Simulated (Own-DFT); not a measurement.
# One host, several defects: monoclinic HfO2

Everything here is calculated. The program is Own-DFT (plane waves, in-house, since retired, never reviewed by a person); positions were held fixed, and spin and spin-orbit coupling were off.

Settings: PBE; PseudoDojo norm-conserving scalar-relativistic files; cutoff 72 hartree; 2 x 2 x 2 k mesh centred on Gamma; Fermi-Dirac smearing of 0.1 eV.

Caveats (not all hold for every row): a neutral cation vacancy leaves holes that likely carry spin, which these runs leave out; not probed for a lower state with spin; hafnium file: forces about 75 meV/angstrom off all-electron values; oxygen file: force components 24 meV/angstrom off all-electron in a glass; forces on such cells passed a denser k mesh, each cell not checked; stress not checked against mesh or cutoff.

All runs share one cell, with vectors in Å (10.234, 0.000, 0.000); (0.000, 10.350, 0.000); (-1.696, 0.000, 10.445) and a volume of 1106.4 Å³. u is the rms random offset of the atoms per axis. The defect's site can differ from row to row.

```
cell,formula,u (Å),P (GPa)
no defect,Hf32O64,0.0186,4.09
no defect,Hf32O64,0.0213,3.93
no defect,Hf32O64,0.0498,5.34
one Si on a Hf site,Hf31O64Si,0.0278,2.76
one Si on a Hf site,Hf31O64Si,0.0285,2.99
one Si on a Hf site,Hf31O64Si,0.0506,?
one Si on a Hf site,Hf31O64Si,0.0510,4.11
two Al on a Hf site each,Al2Hf30O64,0.0310,2.54
two Al on a Hf site each,Al2Hf30O64,0.0316,2.38
two Al on a Hf site each,Al2Hf30O64,0.0493,3.04
one Hf vacancy,Hf31O64,0.0301,3.95
one Hf vacancy,Hf31O64,0.0510,5.55
one Hf vacancy,Hf31O64,0.0516,4.83
two O vacancies,Hf32O62,0.0313,3.84
two O vacancies,Hf32O62,0.0315,3.58
two O vacancies,Hf32O62,0.0486,4.29
```

## Analysis

P = P0 + c u² + a shift for each defect gives P0 = 3.80 GPa, c = 598 ± 78 GPa/Å² and a scatter of 0.24 GPa. The shifts, and each times the cell's volume:

- one Hf vacancy: -0.25 ± 0.21 GPa, -1.7 eV (not resolved)
- two O vacancies: -0.76 ± 0.20 GPa, -5.2 eV (-2.6 eV for each of its 2 sites)
- one Si on a Hf site: -1.35 ± 0.20 GPa, -9.3 eV
- two Al on a Hf site each: -2.02 ± 0.20 GPa, -14.0 eV (-7.0 eV for each of its 2 sites)

Positive is outwards. The product with the volume (160.2 GPa Å³ to the eV) is nearly free of the cell's size; divided by the bulk modulus at the cell's pressure it gives the volume that the defect adds. The atoms around the defects weren't relaxed, which would change these numbers.

## Withheld run

Question: what pressure belongs in the blank (one Si on a Hf site, u = 0.0506 Å)?

The fit gives 3.98 ± 0.29 GPa. Computed: 3.78 GPa.
